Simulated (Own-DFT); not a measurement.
# Computed records: AlGa3N4 (wurtzite random alloy, atoms displaced)

A calculation, not a measurement: plane-wave density functional theory by an unreviewed code, no spin, of a simulated periodic cell, stress positive in tension, run twice, with PBE and with PBEsol, both on files made for PBE, so the change isn't that of files made for PBEsol, forces on such cells passed a denser k mesh, this cell's mesh not checked; the far tail of each file's local potential was reset to the Coulomb form; each entry is a single point on an unrelaxed cell, so the pressure reflects the starting lattice, mostly measured values (interpolated for alloys), from which strain is counted, and rises with the displacements; printed positions are rounded, which can move forces by about a meV/angstrom; the program, named Own-DFT, is a retired in-house code; no spin-orbit coupling; stress was not checked against mesh or cutoff. Program: Own-DFT development build.

AlGa3N4 (wurtzite random alloy, atoms displaced)

```xyz
72
Lattice="9.5092 0.0000 0.0000 -4.7546 8.2353 0.0000 0.0000 0.0000 10.2685" Properties=species:S:1:pos:R:3 AlGa3N4
Ga     0.0049     1.8246    10.2544
Al     1.5518     0.8709     2.5904
N     -0.0112     1.8936     1.9808
N      1.5362     0.9073     4.5067
Al    -0.0292     1.8169     5.1861
Ga     1.5850     0.9535     7.7323
N     -0.0375     1.8860     7.0049
N      1.5716     0.9487     9.6354
Al    -1.6361     4.6042     0.0289
Al     0.0279     3.6531     2.5550
N     -1.6163     4.5264     1.9389
N      0.0006     3.7137     4.5696
Ga    -1.5812     4.5941     5.1076
Ga     0.0094     3.6785     7.7182
N     -1.6250     4.5382     7.0420
N     -0.0412     3.7199     9.6171
Ga    -3.1546     7.2746     0.0111
Ga    -1.5901     6.4410     2.5756
N     -3.1198     7.3230     1.9263
N     -1.5991     6.4245     4.4522
Ga    -3.1327     7.2927     5.1125
Al    -1.6104     6.4024     7.7083
N     -3.1527     7.3481     7.0927
N     -1.6085     6.4316     9.6425
Al     3.2174     1.8826    10.2322
Ga     4.7240     0.9317     2.5584
N      3.2160     1.8676     1.9615
N      4.7200     0.8716     4.5014
Ga     3.2193     1.8085     5.1730
Ga     4.7273     0.9245     7.7254
N      3.2087     1.8693     7.0557
N      4.7548     0.9069     9.6614
Ga     1.5872     4.5999     0.0021
Ga     3.1556     3.6905     2.4786
N      1.5536     4.5377     1.9746
N      3.1465     3.6557     4.5317
Ga     1.6076     4.5703     5.1448
Ga     3.2185     3.6469     7.7167
N      1.5059     4.5627     7.1457
N      3.2341     3.6826     9.6562
Al     0.0029     7.3350     0.0524
Ga     1.6279     6.4369     2.5610
N     -0.0107     7.3495     1.9640
N      1.5856     6.4366     4.5503
Ga     0.0033     7.3484     5.1448
Ga     1.5480     6.4079     7.6894
N      0.0171     7.3165     7.0698
N      1.5400     6.3813     9.6950
Al     6.3118     1.8366     0.0382
Ga     7.9364     0.8103     2.5717
N      6.3863     1.8242     1.9549
N      7.9083     0.8803     4.5062
Ga     6.3141     1.8090     5.1309
Ga     7.9186     0.8387     7.6577
N      6.3253     1.7841     7.0919
N      7.9004     0.9604     9.6551
Ga     4.7285     4.5604    10.2513
Ga     6.3225     3.6520     2.5451
N      4.7458     4.6059     1.9968
N      6.3654     3.6165     4.5012
Ga     4.7435     4.6083     5.1313
Ga     6.3762     3.7184     7.6919
N      4.7407     4.6043     7.0905
N      6.3080     3.6815     9.5823
Ga     3.1518     7.3374    10.2472
Ga     4.7529     6.4058     2.5746
N      3.2057     7.3754     1.9602
N      4.7860     6.3634     4.5186
Ga     3.1066     7.3266     5.1555
Al     4.7615     6.4403     7.6784
N      3.1611     7.3176     7.0564
N      4.7716     6.3693     9.6530
```

- functional: PBE, then PBEsol
- potential files: PseudoDojo norm-conserving, scalar-relativistic, standard set
- wave cutoff: 42 hartree
- occupations: Fermi-Dirac
- smearing width: 0.1 eV
- k mesh: 4 x 4 x 3 centred on Gamma
- PBE pressure: 6.48 GPa
- PBE stress xx: -6.1 GPa
- PBE stress yy: -6.92 GPa
- PBE stress zz: -6.43 GPa
- PBE stress yz: -0.25 GPa
- PBE stress xz: 0.3 GPa
- PBE stress xy: 0.07 GPa
- PBEsol pressure: 1.59 GPa
- PBEsol stress xx: -1.19 GPa
- PBEsol stress yy: -1.99 GPa
- PBEsol stress zz: -1.6 GPa
- PBEsol stress yz: -0.25 GPa
- PBEsol stress xz: 0.29 GPa
- PBEsol stress xy: 0.07 GPa
- rms change of force components from PBE to PBEsol: 0.067 eV/Å

Force:
```csv
force element,PBE force x (eV/Å),PBE force y (eV/Å),PBE force z (eV/Å),PBEsol force x (eV/Å),PBEsol force y (eV/Å),PBEsol force z (eV/Å)
Ga,-0.466,0.937,0.615,-0.459,0.897,0.584
Al,0.402,1.303,-0.216,0.413,1.29,-0.224
N,0.976,-1.278,-0.092,0.845,-1.364,-0.197
N,-0.02,0.376,-0.237,0.102,0.284,-0.131
Al,0.16,0.504,-1.759,0.155,0.504,-1.766
Ga,-0.324,0.13,-0.971,-0.321,0.119,-0.945
N,0.393,-1.08,1.116,0.386,-1.049,1.301
N,1.387,0.073,0.712,1.236,0.017,0.641
Al,0.307,-0.399,-0.458,0.283,-0.381,-0.46
Al,-1.204,0.247,1.089,-1.219,0.271,1.105
N,1.373,0.823,-0.578,1.218,0.859,-0.456
N,0.196,-1.686,-1.626,0.193,-1.515,-1.506
Ga,-0.273,-0.254,0.033,-0.26,-0.26,0.039
Ga,-1.474,-0.526,-0.181,-1.431,-0.521,-0.182
N,1.126,2.261,0.392,1.09,2.081,0.342
N,-0.364,-0.196,1.25,-0.225,-0.26,1.163
Ga,-0.568,1.058,-0.274,-0.558,1.017,-0.262
Ga,0.454,-1.246,-0.563,0.429,-1.208,-0.532
N,-1.201,0.97,0.448,-1.162,0.788,0.385
N,0.732,-0.237,1.043,0.704,-0.232,1.021
Ga,-0.795,0.774,0.516,-0.772,0.763,0.501
Al,0.416,-0.189,-0.163,0.422,-0.187,-0.169
N,-0.157,-0.84,0.286,-0.155,-0.675,0.181
N,1.585,-0.803,-0.324,1.424,-0.709,-0.257
Al,-0.7,-0.851,0.902,-0.702,-0.847,0.891
Ga,0.9,0.23,0.283,0.878,0.223,0.301
N,-1.859,-0.828,-1.509,-1.707,-0.747,-1.388
N,0.526,0.728,-0.198,0.513,0.716,-0.182
Ga,-1.319,0.493,-1.213,-1.278,0.482,-1.175
Ga,0.722,-0.329,-0.066,0.721,-0.315,-0.075
N,-0.727,-0.631,0.939,-0.705,-0.618,0.919
N,-0.056,0.078,0.96,-0.052,0.073,0.786
Ga,-0.394,-1.003,0.065,-0.372,-0.963,0.051
Ga,0.212,-0.505,1.878,0.22,-0.491,1.841
N,-0.293,1.09,-0.525,-0.115,1.151,-0.584
N,0.651,-0.144,-0.619,0.636,-0.13,-0.593
Ga,-0.479,0.087,0.504,-0.479,0.087,0.495
Ga,-0.86,0.955,-0.294,-0.828,0.933,-0.286
N,2.297,0.566,-0.869,2.238,0.559,-0.855
N,-1.811,-1.293,0.022,-1.759,-1.101,-0.032
Al,-0.495,-0.15,-0.495,-0.502,-0.147,-0.501
Ga,-0.788,-0.495,0.486,-0.767,-0.474,0.49
N,0.607,-0.52,-1.072,0.589,-0.501,-0.892
N,-0.376,-0.748,-0.904,-0.357,-0.727,-0.881
Ga,-0.353,-0.871,-0.099,-0.33,-0.839,-0.099
Ga,0.461,-0.407,0.64,0.448,-0.395,0.613
N,-1.721,-0.207,0.571,-1.561,-0.14,0.507
N,-0.118,1.485,-0.328,0.019,1.366,-0.37
Al,0.488,0.363,-0.605,0.474,0.37,-0.616
Ga,0.135,3.626,0.789,0.113,3.538,0.777
N,-0.781,-0.44,-1.002,-0.769,-0.429,-0.829
N,0.794,0.751,0.472,0.654,0.652,0.412
Ga,0.218,0.056,0.21,0.211,0.048,0.206
Ga,-0.029,1.962,0.8,-0.042,1.92,0.779
N,0.024,0.681,-0.187,0.023,0.659,-0.196
N,-0.592,-0.362,-0.178,-0.445,-0.438,-0.22
Ga,1.37,0.664,0.851,1.328,0.663,0.814
Ga,0.177,-0.258,0.789,0.178,-0.247,0.791
N,0.057,-0.226,-1.29,0.05,-0.228,-1.266
N,-0.685,0.593,0.036,-0.67,0.583,0.033
Ga,0.253,-1.501,0.1,0.244,-1.467,0.099
Ga,-1.194,-1.48,-0.322,-1.173,-1.45,-0.311
N,0.307,0.998,-0.01,0.299,0.823,-0.062
N,1.008,-0.743,1.996,0.868,-0.662,1.852
Ga,0.372,-0.023,-0.002,0.376,-0.028,0.008
Ga,0.629,0.245,0.275,0.614,0.223,0.268
N,-0.184,-2.678,-1.24,-0.188,-2.613,-1.201
N,-0.697,1.346,-0.187,-0.676,1.304,-0.19
Ga,1.502,-0.138,-0.419,1.441,-0.126,-0.404
Al,0.046,-0.443,0.301,0.041,-0.428,0.304
N,0.764,-1.443,0.884,0.612,-1.324,0.807
N,-0.668,0.999,-1.178,-0.65,0.972,-1.014
```
